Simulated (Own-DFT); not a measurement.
# Which arrangement is lower? Ga32P32, 64 atoms

All numbers below are calculated, not measured. They come from Own-DFT, an in-house plane-wave density functional program, since retired, whose code no person has reviewed. Each row is one single-point run on a periodic cell that was not relaxed, without spin or spin-orbit coupling.

Settings of every run: PBE; PseudoDojo norm-conserving scalar-relativistic files; cutoff 42 hartree; 3 x 3 x 3 k mesh centred on Gamma; Fermi-Dirac smearing of 0.1 eV.

Known limits, some of them of some rows only: not probed for a lower state with spin; forces on such cells failed a check on a denser k mesh; forces on such cells passed a denser k mesh, each cell not checked; stress not checked against mesh or cutoff.

All cells hold the same atoms in the same cell, with vectors in Å (10.901, 0.000, 0.000); (0.000, 10.901, 0.000); (0.000, 0.000, 10.901). Every atom was moved at random from its ideal site; u is the rms move along one axis. The defect's site can differ from row to row. E is the free energy of the cell above the lowest run. The arrangements:

- A: zincblende GaP
- B: zincblende GaP, with one Ga on a P site and one P on a Ga site, 2.4 Å apart

```
arrangement,u (Å),E (eV),P (GPa)
A,0.0183,0.000,2.70
A,0.0198,0.009,2.70
A,0.0203,0.042,2.71
A,0.0495,2.343,3.25
A,0.0516,2.640,3.33
A,0.0573,3.640,3.51
B,0.0291,3.597,2.96
B,0.0304,3.563,2.96
B,0.0305,3.764,2.99
B,0.0473,5.266,3.37
B,0.0483,5.268,3.36
B,0.0534,6.022,3.50
```

Question: once the cost of the random moves is taken out, how do the arrangements rank?

## Worked answer

Fit E = a + b u², with one b for all and one a for each arrangement, and with residuals divided by u², since the noise grows with the moves. Then b = 1173 eV/Å², the scatter at u = 0.04 Å is 0.12 eV, and against A:

- B: 3.01 ± 0.05 eV (higher)

These are energies of unrelaxed cells. Relaxing the atoms lowers the strained arrangements most, so the gaps would shrink and small ones could change sign.
